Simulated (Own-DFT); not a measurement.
# Strain and stress in diamond-structure GeSn with randomly placed atoms, 64 atoms (Ge60Sn4)

Calculated results; nothing here was measured. They come from Own-DFT, an in-house plane-wave density functional program, since retired, whose code no person has reviewed. Each row is one single-point run on a periodic cell that was not relaxed, without spin or spin-orbit coupling.

Settings of every run: PBE; PseudoDojo norm-conserving scalar-relativistic files; cutoff 49 hartree; 3 x 3 x 3 k mesh centred on Gamma; Fermi-Dirac smearing of 0.1 eV.

Known limits: forces on such cells moved up to 12 meV/angstrom on a denser k mesh; stress not checked against mesh or cutoff.

Unstrained cell vectors in Å: (11.420, 0.000, 0.000); (0.000, 11.420, 0.000); (0.000, 0.000, 11.420). The unstrained cell has measured lattice constants (interpolated for alloys), not those of this functional. That, the random moves and any unrelaxed bonds set the pressure at no strain. Each run strains this cell uniformly, with the atoms carried along. Every atom was also moved at random, by a Gaussian of width 0.05 Å on each axis. The random placing of the alloy's atoms differs from row to row. Strain is the symmetric tensor, in per cent. Stress is positive in tension, and the pressure is minus a third of its trace.

```
run  e_xx (%)  e_yy (%)  e_zz (%)  s_xx (GPa)  s_yy (GPa)  s_zz (GPa)  P (GPa)  E (meV/atom)
  1     -1.50     -1.50      0.00       -7.44       -7.64       -6.69     7.26          49.6
  2      2.50      2.50      0.00       -1.00       -1.07       -2.37     1.48           6.2
  3     -0.75     -0.75      0.00       -6.51       -6.40       -5.97     6.29          57.9
  4     -2.50     -2.50      0.00       -9.89       -9.92       -8.49     9.43          96.0
  5      1.00      1.00      0.00       -3.33       -3.13       -3.70     3.39          16.9
  6      3.00      3.00      0.00       -0.33       -0.18       -1.89     0.80           0.0
  7      0.25      0.25      0.00       -4.53       -4.54       -4.60     4.55          28.3
  8     -2.75     -2.75      0.00      -10.21      -10.27       -8.39     9.62          80.4
  9      2.75      2.75      0.00           ?           ?           ?        ?             ?
```

E is the free energy for each atom above the lowest run shown.

## Worked fit

The change of volume is close to e_xx + e_yy + e_zz. A straight line through the runs shown gives P = 5.24 - 78 x (fractional change of volume) GPa, with an error of 3 on the slope and a scatter of 0.30 GPa. The strain isn't the same on all axes, but the crystal is cubic, so the slope still estimates the bulk modulus, averaged over pressures from 0.8 to 9.6 GPa.

## Withheld run

Question: what pressure should run 9 give? Its volume changes by 5.58 %.

The line gives 0.9 GPa. The calculation gave 1.16 GPa.
